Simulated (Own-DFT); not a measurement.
GaAs (zincblende with one plane slipped along a stacking-fault path, atoms displaced), SiC (4H silicon carbide, atoms displaced) (calculated)

A calculation, not a measurement: plane-wave PBE density functional theory by an unreviewed code, no spin, of a simulated periodic cell, stress positive in tension, free energy of the whole cell less one offset for each atom, forces on such cells passed a denser k mesh, this cell's mesh not checked; offsets are fitted by least squares, one for each functional and potential file, so energies compare only between cells with the same atoms and settings and are not formation energies; the far tail of each file's local potential was reset to the Coulomb form; each entry is a single point on an unrelaxed cell, so the pressure reflects the starting lattice, mostly measured values (interpolated for alloys), from which strain is counted, and rises with the displacements; printed positions are rounded, which can move forces by about a meV/angstrom; the program, named Own-DFT, is a retired in-house code; no spin-orbit coupling; before rounding, a Quantum ESPRESSO 7.3.1 run of the same cell and cutoff gave forces within 1 meV/angstrom rms on each cell, which checks the program and not the settings. Program: Own-DFT development build.

Settings shared by all entries: functional PBE; potential files PseudoDojo norm-conserving, scalar-relativistic, standard set; wave cutoff 42 hartree; occupations Fermi-Dirac; smearing width 0.1 eV.

```json
{"entry": 1, "formula": "GaAs", "kind": "zincblende with one plane slipped along a stacking-fault path, atoms displaced", "structure": {"cell_angstrom": [[5.6533, -5.6533, 0.0], [0.0, 5.6533, -5.6533], [11.6364, 11.6364, 10.647]], "atoms_fractional": [["Ga", 0.00058, 0.0025, 0.9984], ["As", 0.9846, 0.98718, 0.12791], ["Ga", 0.15504, 0.32558, 0.16491], ["As", 0.13197, 0.28181, 0.29148], ["Ga", 0.31103, 0.12504, 0.3337], ["As", 0.31151, 0.11893, 0.45892], ["Ga", 0.03446, 0.05444, 0.50499], ["As", 0.01213, 0.05452, 0.62362], ["Ga", 0.17602, 0.37448, 0.66955], ["As", 0.16092, 0.34237, 0.79812], ["Ga", 0.34151, 0.18177, 0.83684], ["As", 0.3366, 0.16666, 0.9591], ["Ga", 0.99148, 0.48389, 0.00663], ["As", 0.99257, 0.4698, 0.12218], ["Ga", 0.18043, 0.82316, 0.16774], ["As", 0.13908, 0.789, 0.28912], ["Ga", 0.31732, 0.63008, 0.33358], ["As", 0.31821, 0.62654, 0.45233], ["Ga", 0.03164, 0.55066, 0.49634], ["As", 0.03279, 0.53463, 0.62567], ["Ga", 0.19979, 0.87055, 0.66296], ["As", 0.18157, 0.85391, 0.79575], ["Ga", 0.34547, 0.69491, 0.83396], ["As", 0.34801, 0.66769, 0.95736], ["Ga", 0.51148, 0.006, 0.99832], ["As", 0.48761, 0.97898, 0.12667], ["Ga", 0.64901, 0.30611, 0.16749], ["As", 0.64656, 0.29018, 0.29323], ["Ga", 0.80936, 0.12465, 0.32927], ["As", 0.7994, 0.09783, 0.46414], ["Ga", 0.53745, 0.06838, 0.50349], ["As", 0.54084, 0.0706, 0.62991], ["Ga", 0.6875, 0.37724, 0.66548], ["As", 0.67961, 0.35323, 0.79254], ["Ga", 0.83212, 0.19464, 0.83276], ["As", 0.8351, 0.18305, 0.95775], ["Ga", 0.51324, 0.51137, 0.99662], ["As", 0.47896, 0.48411, 0.12648], ["Ga", 0.65915, 0.80896, 0.16621], ["As", 0.62793, 0.78877, 0.2926], ["Ga", 0.82461, 0.63873, 0.33027], ["As", 0.7956, 0.62068, 0.45651], ["Ga", 0.52501, 0.5502, 0.50317], ["As", 0.51079, 0.52582, 0.61962], ["Ga", 0.69601, 0.87527, 0.6677], ["As", 0.68811, 0.87472, 0.79649], ["Ga", 0.85034, 0.68571, 0.83291], ["As", 0.82862, 0.67212, 0.96085]]}, "settings": {"k_mesh": "4 x 4 x 2 centred on Gamma"}, "results": {"free_energy_of_cell_above_offsets [eV]": "-11.688", "pressure [GPa]": 6.05, "stress_xx [GPa]": -6.16, "stress_yy [GPa]": -6.65, "stress_zz [GPa]": -5.35, "stress_yz [GPa]": -1.44, "stress_xz [GPa]": 0.03, "stress_xy [GPa]": 2.97, "force_element": ["Ga", "As", "Ga", "As", "Ga", "As", "Ga", "As", "Ga", "As", "Ga", "As", "Ga", "As", "Ga", "As", "Ga", "As", "Ga", "As", "Ga", "As", "Ga", "As", "Ga", "As", "Ga", "As", "Ga", "As", "Ga", "As", "Ga", "As", "Ga", "As", "Ga", "As", "Ga", "As", "Ga", "As", "Ga", "As", "Ga", "As", "Ga", "As"], "force_x [eV/angstrom]": [0.132, 0.607, 0.482, 0.93, -0.263, -0.442, -0.315, 1.56, 1.539, 0.676, -0.24, 0.441, -0.277, 0.29, -2.305, 1.355, -1.753, 0.441, -0.683, -1.505, -0.086, -0.769, 0.183, -0.715, -0.446, 0.765, 0.081, -0.139, 0.285, -0.389, 0.1, -1.333, 1.358, -1.167, 0.985, -0.039, -0.464, 0.457, -0.192, 1.09, -1.157, 1.807, -1.508, 1.324, -0.801, -0.892, -0.17, 1.162], "force_y [eV/angstrom]": [0.619, -1.256, -0.522, -0.263, -0.101, -0.614, 0.297, -0.96, -0.854, -0.647, -0.11, 0.458, -0.529, 2.835, 0.854, -0.304, 0.121, 0.322, 1.075, 1.243, 1.125, -0.271, -0.859, 1.458, 0.32, -1.353, 0.19, 0.579, 0.635, -2.263, 1.766, -1.565, 0.792, 1.136, -0.21, -1.105, 0.571, -1.37, 0.709, -1.449, 0.916, -2.454, 0.679, 1.867, 0.602, -1.227, 0.72, -1.609], "force_z [eV/angstrom]": [0.266, -0.408, 1.775, -1.106, 0.214, -2.381, 1.761, 1.036, 1.235, -1.383, -0.262, -0.179, -2.375, -0.309, 0.792, -0.467, 0.86, -1.572, 2.068, -1.564, -0.081, -1.083, 0.803, -0.107, 0.987, -1.233, -0.318, -0.852, 1.439, -3.29, 2.346, 1.562, -0.794, -1.266, 0.743, 0.444, 1.758, -0.379, 0.353, -1.058, 1.116, -2.525, 1.823, 0.449, 0.682, 0.724, 0.308, -0.551]}}
{"entry": 2, "formula": "SiC", "kind": "4H silicon carbide, atoms displaced", "structure": {"cell_angstrom": [[6.1654, 0.0, 0.0], [-3.0827, 5.3394, 0.0], [0.0, 0.0, 10.0681]], "atoms_fractional": [["Si", 0.9965, 0.9885, 0.40212], ["Si", 0.14895, 0.31116, 0.15808], ["C", 0.01086, 0.01034, 0.08873], ["C", 0.16133, 0.35744, 0.337], ["Si", 0.00642, 0.50513, 0.40842], ["Si", 0.17349, 0.82695, 0.14738], ["C", 0.00683, 0.48545, 0.09517], ["C", 0.18428, 0.8353, 0.34488], ["Si", 0.48965, 0.98685, 0.41104], ["Si", 0.66248, 0.3174, 0.16568], ["C", 0.49591, 0.00921, 0.09363], ["C", 0.6629, 0.32594, 0.33883], ["Si", 0.50484, 0.5136, 0.40194], ["Si", 0.65445, 0.8374, 0.15433], ["C", 0.49985, 0.5089, 0.09718], ["C", 0.64651, 0.83391, 0.34677], ["Si", 0.98922, 0.99436, 0.90517], ["Si", 0.84178, 0.68343, 0.65942], ["C", 0.98753, 0.99245, 0.60033], ["C", 0.83605, 0.68161, 0.8432], ["Si", 0.00859, 0.48931, 0.91447], ["Si", 0.81803, 0.158, 0.65539], ["C", 0.00022, 0.50974, 0.59108], ["C", 0.85989, 0.1857, 0.84723], ["Si", 0.50419, 0.99577, 0.90596], ["Si", 0.34465, 0.67114, 0.6571], ["C", 0.51336, 0.99243, 0.59573], ["C", 0.33295, 0.6659, 0.84306], ["Si", 0.49348, 0.4894, 0.90382], ["Si", 0.33087, 0.16361, 0.65506], ["C", 0.4952, 0.48208, 0.60641], ["C", 0.33806, 0.16592, 0.85172]]}, "settings": {"k_mesh": "5 x 5 x 3 centred on Gamma"}, "results": {"free_energy_of_cell_above_offsets [eV]": "-1.588", "pressure [GPa]": 6.48, "stress_xx [GPa]": -3.3, "stress_yy [GPa]": -9.52, "stress_zz [GPa]": -6.61, "stress_yz [GPa]": -2.07, "stress_xz [GPa]": -0.14, "stress_xy [GPa]": 0.78, "force_element": ["Si", "Si", "C", "C", "Si", "Si", "C", "C", "Si", "Si", "C", "C", "Si", "Si", "C", "C", "Si", "Si", "C", "C", "Si", "Si", "C", "C", "Si", "Si", "C", "C", "Si", "Si", "C", "C"], "force_x [eV/angstrom]": [-0.722, 2.032, -0.785, 2.84, -1.98, -1.501, -2.11, -3.31, 0.631, -0.882, 1.328, -0.216, -0.191, 1.403, 0.541, 3.298, 1.871, 0.174, 0.832, 0.689, -1.577, 2.862, 0.598, -2.362, -0.052, -1.088, -3.404, 0.409, 0.682, 0.232, -0.015, -0.225], "force_y [eV/angstrom]": [1.649, 3.285, -3.383, -3.187, -0.169, -0.289, 0.843, -0.591, 2.918, 2.969, -1.205, 0.674, -2.752, -0.475, -1.551, 0.432, 1.232, -3.357, 2.174, -2.564, 2.844, 3.198, -0.6, -2.865, 1.009, -2.062, -0.085, 0.154, 1.825, -1.529, 2.793, -1.333], "force_z [eV/angstrom]": [0.628, -0.194, 1.034, 1.683, -0.22, 1.464, 0.285, -1.14, 0.206, -3.141, -0.869, 3.666, 0.875, 0.212, -0.413, -1.163, 0.289, 0.355, -2.333, 0.837, -1.252, 1.129, 0.995, -1.453, -0.048, 0.259, -0.637, 0.546, 1.242, 1.678, -2.802, -1.716]}}
{"entry": 3, "formula": "SiC", "kind": "4H silicon carbide, atoms displaced", "structure": {"cell_angstrom": [[6.1654, 0.0, 0.0], [-3.0827, 5.3394, 0.0], [0.0, 0.0, 10.0681]], "atoms_fractional": [["Si", 0.00121, 0.00397, 0.40449], ["Si", 0.15796, 0.33152, 0.16087], ["C", 0.00786, 0.00614, 0.09685], ["C", 0.16215, 0.32329, 0.34973], ["Si", 0.00075, 0.49346, 0.41081], ["Si", 0.15913, 0.83787, 0.15946], ["C", 0.01309, 0.49687, 0.09381], ["C", 0.16259, 0.82783, 0.34347], ["Si", 0.52029, 0.01223, 0.41141], ["Si", 0.67763, 0.33155, 0.15878], ["C", 0.48357, 0.99135, 0.08953], ["C", 0.67519, 0.34187, 0.34401], ["Si", 0.52237, 0.51472, 0.40937], ["Si", 0.6512, 0.83073, 0.15543], ["C", 0.49948, 0.49775, 0.1001], ["C", 0.65626, 0.83288, 0.33431], ["Si", 0.00706, 0.02099, 0.90904], ["Si", 0.82914, 0.67612, 0.66328], ["C", 0.98549, 0.99955, 0.59946], ["C", 0.82745, 0.65616, 0.84769], ["Si", 0.00899, 0.50356, 0.90655], ["Si", 0.83516, 0.15998, 0.65722], ["C", 0.01016, 0.50714, 0.59373], ["C", 0.85218, 0.17466, 0.8465], ["Si", 0.50378, 0.99788, 0.90054], ["Si", 0.34461, 0.67521, 0.65684], ["C", 0.49755, 0.99779, 0.5906], ["C", 0.34346, 0.65607, 0.83938], ["Si", 0.4906, 0.52017, 0.9043], ["Si", 0.35311, 0.19051, 0.65671], ["C", 0.51155, 0.48685, 0.59815], ["C", 0.33394, 0.14921, 0.84573]]}, "settings": {"k_mesh": "5 x 5 x 3 centred on Gamma"}, "results": {"free_energy_of_cell_above_offsets [eV]": "-2.176", "pressure [GPa]": 5.68, "stress_xx [GPa]": -5.29, "stress_yy [GPa]": -5.52, "stress_zz [GPa]": -6.24, "stress_yz [GPa]": 2.45, "stress_xz [GPa]": -1.59, "stress_xy [GPa]": 3.62, "force_element": ["Si", "Si", "C", "C", "Si", "Si", "C", "C", "Si", "Si", "C", "C", "Si", "Si", "C", "C", "Si", "Si", "C", "C", "Si", "Si", "C", "C", "Si", "Si", "C", "C", "Si", "Si", "C", "C"], "force_x [eV/angstrom]": [0.11, 2.389, -2.042, 0.658, 0.413, 1.1, -2.055, 0.518, -2.119, -1.282, 1.132, 0.321, -1.675, 1.101, -0.231, 1.226, 2.304, 2.56, 2.621, -0.283, -0.885, -1.324, -0.59, -2.419, 0.582, -0.519, 0.599, -4.797, 6.582, -1.103, -1.638, -1.253], "force_y [eV/angstrom]": [-1.699, -0.055, -0.431, 1.902, 1.25, -0.866, 0.961, 0.754, -1.07, -0.022, 0.924, -0.644, -1.447, 0.059, 0.006, 0.66, -3.029, -0.687, 0.014, 1.657, 0.087, 2.293, -0.398, -0.09, 0.279, -1.519, 0.927, 3.281, -4.529, -5.602, 4.593, 2.442], "force_z [eV/angstrom]": [0.716, 0.502, -0.5, -0.265, -0.537, -0.323, -0.218, 1.145, -2.095, -1.411, 0.273, 0.543, -0.737, -1.345, -1.032, 2.854, 0.512, -0.205, -1.676, 0.476, 0.167, 0.3, 1.252, -0.875, 1.36, -1.191, 1.598, -1.074, 3.261, 1.493, -1.949, -1.018]}}
{"entry": 4, "formula": "SiC", "kind": "4H silicon carbide, atoms displaced", "structure": {"cell_angstrom": [[6.1654, 0.0, 0.0], [-3.0827, 5.3394, 0.0], [0.0, 0.0, 10.0681]], "atoms_fractional": [["Si", 0.00243, 0.00669, 0.41279], ["Si", 0.17074, 0.33762, 0.14922], ["C", 0.02098, 0.01749, 0.10445], ["C", 0.15959, 0.32204, 0.3501], ["Si", 0.00217, 0.50433, 0.41366], ["Si", 0.16774, 0.83858, 0.15544], ["C", 0.01573, 0.50472, 0.09378], ["C", 0.1696, 0.83504, 0.34278], ["Si", 0.49422, 0.99466, 0.40349], ["Si", 0.67772, 0.34006, 0.15492], ["C", 0.51683, 0.00914, 0.09952], ["C", 0.67351, 0.33418, 0.3353], ["Si", 0.49394, 0.49833, 0.41553], ["Si", 0.67508, 0.85277, 0.16497], ["C", 0.48751, 0.48517, 0.07947], ["C", 0.65859, 0.81784, 0.34444], ["Si", 0.0104, 0.99792, 0.89131], ["Si", 0.81231, 0.64597, 0.64943], ["C", 0.99033, 0.9935, 0.59298], ["C", 0.84323, 0.64728, 0.84785], ["Si", 0.97243, 0.49178, 0.91679], ["Si", 0.8308, 0.18637, 0.65534], ["C", 0.00362, 0.50397, 0.58834], ["C", 0.84759, 0.17058, 0.85325], ["Si", 0.48796, 0.97816, 0.91268], ["Si", 0.32912, 0.6647, 0.65705], ["C", 0.49195, 0.99386, 0.59013], ["C", 0.32902, 0.66397, 0.84366], ["Si", 0.50856, 0.51732, 0.91664], ["Si", 0.32149, 0.16983, 0.65707], ["C", 0.52504, 0.52302, 0.58711], ["C", 0.33563, 0.17184, 0.83496]]}, "settings": {"k_mesh": "5 x 5 x 3 centred on Gamma"}, "results": {"free_energy_of_cell_above_offsets [eV]": "-0.512", "pressure [GPa]": 7.29, "stress_xx [GPa]": -4.96, "stress_yy [GPa]": -4.6, "stress_zz [GPa]": -12.31, "stress_yz [GPa]": 1.17, "stress_xz [GPa]": -2.71, "stress_xy [GPa]": 0.71, "force_element": ["Si", "Si", "C", "C", "Si", "Si", "C", "C", "Si", "Si", "C", "C", "Si", "Si", "C", "C", "Si", "Si", "C", "C", "Si", "Si", "C", "C", "Si", "Si", "C", "C", "Si", "Si", "C", "C"], "force_x [eV/angstrom]": [-0.07, 0.803, -1.477, 0.055, 0.109, 1.109, -1.938, -0.733, 0.691, -0.807, -1.716, -0.729, 0.713, 1.737, 1.476, -0.016, -0.197, 4.499, -0.429, -5.106, 5.649, 0.694, -0.479, -2.078, 0.433, 0.589, -0.337, -0.111, -0.041, 1.504, -4.961, 1.165], "force_y [eV/angstrom]": [-1.993, 0.358, -2.525, 2.228, -0.421, 0.204, 0.723, -0.446, 0.664, 0.334, -0.628, 0.106, -0.827, -1.831, 1.714, 1.309, -0.061, 3.671, 0.724, 3.064, -1.456, -2.888, 0.09, -1.08, 2.711, 1.126, 1.352, -0.799, -1.4, -0.516, -3.739, 0.23], "force_z [eV/angstrom]": [-1.657, 2.397, -2.657, -0.751, -3.908, 1.067, 0.764, 0.667, -0.251, -0.374, -1.032, 2.73, -4.441, -1.382, 6.583, 0.957, 2.419, 2.939, 1.485, -2.432, -0.592, 0.865, 2.121, -1.681, -1.273, 0.192, 0.641, 0.349, -6.352, -1.609, 1.926, 2.289]}}
{"entry": 5, "formula": "SiC", "kind": "4H silicon carbide, atoms displaced", "structure": {"cell_angstrom": [[6.1654, 0.0, 0.0], [-3.0827, 5.3394, 0.0], [0.0, 0.0, 10.0681]], "atoms_fractional": [["Si", 0.99577, 0.00354, 0.40736], ["Si", 0.16416, 0.33584, 0.15425], ["C", 0.00659, 0.00442, 0.0892], ["C", 0.18069, 0.322, 0.33821], ["Si", 0.98462, 0.49082, 0.41095], ["Si", 0.17872, 0.83605, 0.165], ["C", 0.98748, 0.48942, 0.08991], ["C", 0.16394, 0.81869, 0.34126], ["Si", 0.49707, 0.00052, 0.40272], ["Si", 0.65032, 0.31382, 0.14657], ["C", 0.5007, 0.01511, 0.09144], ["C", 0.66807, 0.33429, 0.34271], ["Si", 0.49166, 0.48635, 0.40384], ["Si", 0.66626, 0.84318, 0.16387], ["C", 0.49883, 0.50096, 0.08164], ["C", 0.68, 0.85716, 0.34217], ["Si", 0.01342, 0.0026, 0.9033], ["Si", 0.83152, 0.67221, 0.6507], ["C", 0.01729, 0.01519, 0.60508], ["C", 0.8186, 0.66337, 0.84049], ["Si", 0.98659, 0.48923, 0.90744], ["Si", 0.83174, 0.16292, 0.66326], ["C", 0.01521, 0.51159, 0.60663], ["C", 0.83063, 0.16037, 0.8339], ["Si", 0.48804, 0.01643, 0.90236], ["Si", 0.31966, 0.64415, 0.66688], ["C", 0.49151, 0.98309, 0.60097], ["C", 0.33133, 0.67197, 0.84556], ["Si", 0.49328, 0.50642, 0.91925], ["Si", 0.32526, 0.1638, 0.65958], ["C", 0.48766, 0.4985, 0.60332], ["C", 0.33513, 0.17803, 0.84165]]}, "settings": {"k_mesh": "5 x 5 x 3 centred on Gamma"}, "results": {"free_energy_of_cell_above_offsets [eV]": "-1.123", "pressure [GPa]": 6.72, "stress_xx [GPa]": -5.11, "stress_yy [GPa]": -3.74, "stress_zz [GPa]": -11.3, "stress_yz [GPa]": -1.26, "stress_xz [GPa]": -1.61, "stress_xy [GPa]": -2.01, "force_element": ["Si", "Si", "C", "C", "Si", "Si", "C", "C", "Si", "Si", "C", "C", "Si", "Si", "C", "C", "Si", "Si", "C", "C", "Si", "Si", "C", "C", "Si", "Si", "C", "C", "Si", "Si", "C", "C"], "force_x [eV/angstrom]": [2.056, 0.368, -0.212, -2.654, 2.53, -2.253, 0.436, -0.691, -0.24, 0.288, 0.545, -0.743, 0.457, 1.385, -0.283, -0.626, -2.236, 0.058, -2.849, 1.074, 0.105, -0.924, -3.27, -0.357, 2.765, 1.018, -0.041, -0.762, 0.176, 3.34, 2.062, -0.522], "force_y [eV/angstrom]": [-0.121, -0.661, -0.563, 0.738, 0.578, -0.828, 0.903, 0.654, -0.37, 5.166, -4.313, -0.574, 2.042, -0.188, 0.35, -2.521, -1.201, -0.459, -2.102, 0.226, 1.016, 0.295, -2.502, 0.259, -1.92, 3.364, 1.188, -0.255, 0.938, 0.879, -0.605, 0.587], "force_z [eV/angstrom]": [0.692, -1.03, 1.292, 0.58, 0.319, -3.34, 1.382, 2.113, 2.356, 2.087, -0.519, -0.431, 1.543, -3.465, 7.82, 1.148, 0.042, 2.035, -3.209, 0.911, -1.643, -2.974, -3.101, 4.806, -0.312, -0.384, -1.332, 2.034, -7.434, -0.058, -2.816, 0.889]}}
{"entry": 6, "formula": "SiC", "kind": "4H silicon carbide, atoms displaced", "structure": {"cell_angstrom": [[6.1654, 0.0, 0.0], [-3.0827, 5.3394, 0.0], [0.0, 0.0, 10.0681]], "atoms_fractional": [["Si", 0.00342, 0.99234, 0.40357], ["Si", 0.16641, 0.32893, 0.16353], ["C", 0.98245, 0.99043, 0.09177], ["C", 0.16631, 0.32238, 0.3453], ["Si", 0.00506, 0.51, 0.39538], ["Si", 0.16137, 0.82717, 0.16159], ["C", 0.00476, 0.50607, 0.0902], ["C", 0.17921, 0.82925, 0.34532], ["Si", 0.49813, 0.99815, 0.41063], ["Si", 0.63812, 0.31912, 0.15441], ["C", 0.50101, 0.00384, 0.09495], ["C", 0.65852, 0.31088, 0.34742], ["Si", 0.50494, 0.5082, 0.40639], ["Si", 0.66734, 0.83024, 0.14388], ["C", 0.50504, 0.49511, 0.08206], ["C", 0.64876, 0.83354, 0.34873], ["Si", 0.99467, 0.00277, 0.90462], ["Si", 0.83729, 0.67071, 0.65397], ["C", 0.00763, 0.99936, 0.60271], ["C", 0.82351, 0.6623, 0.83781], ["Si", 0.01244, 0.51699, 0.90034], ["Si", 0.83553, 0.15622, 0.65507], ["C", 0.99228, 0.48766, 0.5927], ["C", 0.84366, 0.17433, 0.84525], ["Si", 0.49212, 0.0062, 0.90121], ["Si", 0.32482, 0.66202, 0.65877], ["C", 0.48708, 0.99339, 0.59525], ["C", 0.32833, 0.66421, 0.84784], ["Si", 0.50084, 0.49517, 0.90793], ["Si", 0.32819, 0.15882, 0.6569], ["C", 0.4972, 0.49519, 0.58885], ["C", 0.33855, 0.18186, 0.84036]]}, "settings": {"k_mesh": "5 x 5 x 3 centred on Gamma"}, "results": {"free_energy_of_cell_above_offsets [eV]": "-2.989", "pressure [GPa]": 5.04, "stress_xx [GPa]": -3.37, "stress_yy [GPa]": -6.41, "stress_zz [GPa]": -5.34, "stress_yz [GPa]": 0.59, "stress_xz [GPa]": 0.24, "stress_xy [GPa]": -0.1, "force_element": ["Si", "Si", "C", "C", "Si", "Si", "C", "C", "Si", "Si", "C", "C", "Si", "Si", "C", "C", "Si", "Si", "C", "C", "Si", "Si", "C", "C", "Si", "Si", "C", "C", "Si", "Si", "C", "C"], "force_x [eV/angstrom]": [-1.14, -0.898, 2.715, -0.045, 0.129, 0.149, -0.468, -2.09, 0.055, 3.381, -0.862, -0.829, 0.121, -1.968, -1.744, 3.248, 0.787, -0.421, -0.809, 0.786, -1.715, -1.489, 0.075, -1.554, 1.447, 0.64, 1.39, 1.556, -0.639, 0.772, -0.138, -0.442], "force_y [eV/angstrom]": [-0.008, 0.201, 1.419, 0.96, -3.322, 0.282, -1.032, 0.871, -0.155, 1.423, -1.588, 3.489, -1.667, -0.458, 0.106, -0.434, -0.43, -1.899, -0.634, 1.028, -1.917, 0.803, 0.895, -0.15, 0.031, -0.589, -0.163, 1.403, 1.124, 1.935, 0.498, -2.018], "force_z [eV/angstrom]": [1.104, -2.597, 0.37, 0.079, 2.298, -1.981, 1.1, -0.47, 0.754, 0.782, -1.3, -1.395, 0.033, 2.31, 3.296, -1.815, -0.195, -0.222, -2.626, 1.057, 1.41, 0.499, -0.755, -0.499, 0.812, -0.71, 0.364, -1.042, -2.361, -0.211, 1.3, 0.614]}}
{"entry": 7, "formula": "SiC", "kind": "4H silicon carbide, atoms displaced", "structure": {"cell_angstrom": [[6.1654, 0.0, 0.0], [-3.0827, 5.3394, 0.0], [0.0, 0.0, 10.0681]], "atoms_fractional": [["Si", 0.00082, 0.00037, 0.40804], ["Si", 0.18183, 0.34245, 0.15493], ["C", 0.99418, 0.00124, 0.09214], ["C", 0.17943, 0.35066, 0.33848], ["Si", 0.0124, 0.49309, 0.39612], ["Si", 0.17119, 0.83757, 0.15556], ["C", 0.9822, 0.49863, 0.09605], ["C", 0.1614, 0.84641, 0.35785], ["Si", 0.50542, 0.99565, 0.40897], ["Si", 0.67501, 0.32751, 0.16461], ["C", 0.51606, 0.00925, 0.10695], ["C", 0.65694, 0.3315, 0.34217], ["Si", 0.49724, 0.50189, 0.4113], ["Si", 0.65613, 0.80693, 0.15166], ["C", 0.48623, 0.47947, 0.08935], ["C", 0.64805, 0.83112, 0.34825], ["Si", 0.00947, 0.00165, 0.90904], ["Si", 0.83186, 0.67659, 0.65931], ["C", 0.97883, 0.98929, 0.59557], ["C", 0.82375, 0.66418, 0.84055], ["Si", 0.98826, 0.48921, 0.90515], ["Si", 0.81856, 0.17279, 0.65074], ["C", 0.99843, 0.49138, 0.59678], ["C", 0.83879, 0.17, 0.84466], ["Si", 0.4856, 0.98635, 0.91057], ["Si", 0.33766, 0.67532, 0.66654], ["C", 0.48936, 0.98861, 0.59067], ["C", 0.34008, 0.6689, 0.83819], ["Si", 0.4922, 0.50421, 0.91685], ["Si", 0.33829, 0.19772, 0.65726], ["C", 0.51944, 0.50431, 0.59765], ["C", 0.33976, 0.17597, 0.84181]]}, "settings": {"k_mesh": "5 x 5 x 3 centred on Gamma"}, "results": {"free_energy_of_cell_above_offsets [eV]": "-1.535", "pressure [GPa]": 5.94, "stress_xx [GPa]": -3.59, "stress_yy [GPa]": -5.82, "stress_zz [GPa]": -8.4, "stress_yz [GPa]": 0.32, "stress_xz [GPa]": 1.38, "stress_xy [GPa]": 0.21, "force_element": ["Si", "Si", "C", "C", "Si", "Si", "C", "C", "Si", "Si", "C", "C", "Si", "Si", "C", "C", "Si", "Si", "C", "C", "Si", "Si", "C", "C", "Si", "Si", "C", "C", "Si", "Si", "C", "C"], "force_x [eV/angstrom]": [-2.149, -3.189, 0.996, 1.058, -3.598, -0.742, 3.116, 2.404, -3.006, -1.686, -1.03, 1.265, 1.069, -0.098, 1.762, 3.396, -1.251, 2.211, 0.885, 0.612, -0.37, 1.299, 0.076, -0.798, 1.323, -0.252, -0.759, -1.314, 1.53, 0.306, -2.934, -0.13], "force_y [eV/angstrom]": [0.544, -1.936, -0.262, -2.353, 2.094, 0.252, 1.191, -2.006, 1.132, 0.226, -2.822, 0.312, 0.405, 2.343, 1.354, -0.875, -0.11, -1.075, 3.219, 0.38, 1.125, -1.535, 1.952, -1.542, 2.581, -1.25, 1.811, -0.592, -0.558, -4.504, 1.028, -0.53], "force_z [eV/angstrom]": [0.564, 0.104, 0.949, 0.42, 2.802, 1.433, -0.641, -2.89, -0.003, -0.824, -2.546, 1.667, -0.077, 1.726, 1.958, -1.705, -1.633, -0.353, -0.52, 2.188, -0.218, 1.61, -1.112, -0.019, -0.285, -4.087, 1.247, 4.37, -4.2, -0.065, -1.211, 1.352]}}
```
